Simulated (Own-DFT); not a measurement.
# Device materials side by side: how hard are they to compress?

Calculated, not measured: single-point runs of Own-DFT, a retired in-house plane-wave DFT program that no person has reviewed, on unrelaxed cells, without spin or spin-orbit coupling.

Caveats (not all hold for every row): forces on such cells moved up to 12 meV/angstrom on a denser k mesh; forces not confirmed at this smearing and k mesh; k mesh not checked against a denser one; forces on such cells passed a denser k mesh, each cell not checked; stress not checked against mesh or cutoff.

All runs are PBE with PseudoDojo norm-conserving files; cutoff and k mesh are each material's own. Every cell starts from measured lattice constants and was given uniform random strains and small random moves of its atoms. Each triple is the change of volume in per cent, the rms move u in Å and the pressure in GPa.

- 3C SiC (C48Si48), 10.36 Å³/atom unstrained: (-2.26, 0.052, 11.68); (-1.90, 0.046, 9.88); (-0.78, 0.054, 7.37); (-0.08, 0.050, 5.50); (0.08, 0.051, 5.37); (0.19, 0.054, 5.80); (1.44, 0.045, 2.17)
- wurtzite AlN (Al64N64), 10.45 Å³/atom unstrained: (-2.45, 0.052, 10.96); (-0.81, 0.047, 7.30); (-0.40, 0.051, 6.74); (-0.25, 0.051, 6.14); (0.71, 0.051, 4.67); (1.32, 0.052, 3.40); (1.52, 0.047, 2.30)
- wurtzite GaN (Ga48N48), 11.42 Å³/atom unstrained: (-2.81, 0.046, 13.04); (-1.21, 0.052, 9.92); (0.15, 0.051, 6.93); (0.44, 0.048, 6.35); (0.59, 0.047, 5.82); (1.24, 0.051, 4.51); (2.61, 0.048, 2.30)
- diamond silicon (Si64), 20.02 Å³/atom unstrained: withheld
- zincblende GaAs (As32Ga32), 22.58 Å³/atom unstrained: (-1.74, 0.049, 5.58); (-0.73, 0.053, 4.69); (-0.18, 0.051, 4.42); (0.70, 0.045, 3.42); (0.87, 0.048, 3.56); (1.42, 0.053, 3.07); (3.08, 0.051, 1.97)
- grey tin (Sn64), 34.15 Å³/atom unstrained: (-2.81, 0.044, 5.47); (-1.71, 0.052, 4.70); (-1.70, 0.052, 4.76); (-0.62, 0.047, 3.97); (-0.10, 0.048, 3.75); (0.55, 0.048, 3.42); (1.30, 0.050, 3.11)

## What the rows give

Fit a line to each set against the fractional change of volume; B is minus its slope, and u is nearly the same within a set. To take it to zero pressure, assume that B rises by 4 GPa for each GPa: B0 = B - 4 x (mean pressure). The bond length of an ideal tetrahedral crystal with the unstrained volume v is d = (√3/4)(8 v)^(1/3). Cohen's empirical rule reads B0 = (1971 - 220 L) d^(-3.5) GPa, with L = 0 for group IV crystals and SiC and 1 for III-V compounds.

```
material,L,d (Å),B (GPa),mean P (GPa),B0 (GPa),rule (GPa)
3C SiC (C48Si48),0,1.888,244 ± 14,6.8,217 ± 14,213
wurtzite AlN (Al64N64),1,1.893,206 ± 9,5.9,182 ± 9,188
wurtzite GaN (Ga48N48),1,1.950,203 ± 5,7.0,175 ± 5,169
diamond silicon (Si64),0,2.352,?,?,?,99
zincblende GaAs (As32Ga32),1,2.448,75 ± 3,3.8,60 ± 3,76
grey tin (Sn64),0,2.810,58 ± 3,4.2,41 ± 3,53
```

A line through ln[B0/(1971 - 220 L)] against ln d has a slope of -4.2 ± 0.1 and a scatter of 5 %. Against the rule, B0 stands at 102 % for 3C SiC, 97 % for wurtzite AlN, 104 % for wurtzite GaN, 79 % for zincblende GaAs, 78 % for grey tin. PBE tends to make silicon and heavier crystals too soft, and the rule itself is only a guide.

## The run left out

Question: what B0 does the fitted trend give for diamond silicon (Si64)?

The line gives 85 GPa. Its own runs give B = 102 ± 4 GPa at a mean pressure of 3.3 GPa, so B0 = 89 GPa.
